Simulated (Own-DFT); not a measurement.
# Strain and stress in wurtzite AlGaN with randomly placed atoms, 72 atoms (Al27Ga9N36)

These are calculations, not measurements. The program, named Own-DFT, is a retired in-house plane-wave density functional code that no person has reviewed. Each row is one single-point run on a periodic cell that was not relaxed, without spin or spin-orbit coupling.

Settings of every run: PBE; PseudoDojo norm-conserving scalar-relativistic files (stringent for Ga); cutoff 96 hartree; 4 x 4 x 3 k mesh centred on Gamma; Gaussian smearing of 0.01 eV.

Known limits: forces on such cells passed a denser k mesh, each cell not checked; stress not checked against mesh or cutoff.

Unstrained cell vectors in Å: (9.394, 0.000, 0.000); (-4.697, 8.135, 0.000); (0.000, 0.000, 10.066). The unstrained cell has measured lattice constants (interpolated for alloys), not those of this functional. That, the random moves and any unrelaxed bonds set the pressure at no strain. Each run strains this cell uniformly, with the atoms carried along. Every atom was also moved at random, by a Gaussian of width 0.05 Å on each axis. The random placing of the alloy's atoms differs from row to row. Strain is the symmetric tensor, in per cent. Stress is positive in tension, and the pressure is minus a third of its trace.

| run | e_xx (%) | e_yy (%) | e_zz (%) | s_xx (GPa) | s_yy (GPa) | s_zz (GPa) | P (GPa) | E (meV/atom) |
|---|---|---|---|---|---|---|---|---|
| 1 | -0.50 | -0.50 | 0.00 | -9.26 | -10.36 | -6.42 | 8.68 | 20.0 |
| 2 | -2.25 | -2.25 | 0.00 | -22.97 | -18.90 | -10.28 | 17.38 | 61.4 |
| 3 | 1.00 | 1.00 | 0.00 | -0.93 | -0.46 | -5.34 | 2.24 | 0.3 |
| 4 | -3.00 | -3.00 | 0.00 | -28.37 | -25.12 | -11.01 | 21.50 | 70.2 |
| 5 | -1.00 | -1.00 | 0.00 | -13.59 | -10.35 | -8.65 | 10.86 | 19.1 |
| 6 | 1.25 | 1.25 | 0.00 | 0.43 | 0.90 | -5.46 | 1.38 | 0.0 |
| 7 | -1.25 | -1.25 | 0.00 | -12.41 | -13.88 | -9.08 | 11.79 | 18.1 |
| 8 | 0.25 | 0.25 | 0.00 | -3.87 | -5.79 | -6.56 | 5.41 | 16.9 |
| 9 | -1.75 | -1.75 | 0.00 | ? | ? | ? | ? | ? |

E is the free energy for each atom above the lowest run shown.

## Worked fit

The change of volume is close to e_xx + e_yy + e_zz. A straight line through the runs shown gives P = 6.71 - 236 x (fractional change of volume) GPa, with an error of 8 on the slope and a scatter of 0.61 GPa. The strain isn't the same on all axes and the cell isn't cubic, so the slope belongs to this path and is not the bulk modulus.

## Withheld run

Question: what pressure should run 9 give? Its volume changes by -3.47 %.

The line gives 14.9 GPa. The calculation gave 14.64 GPa.
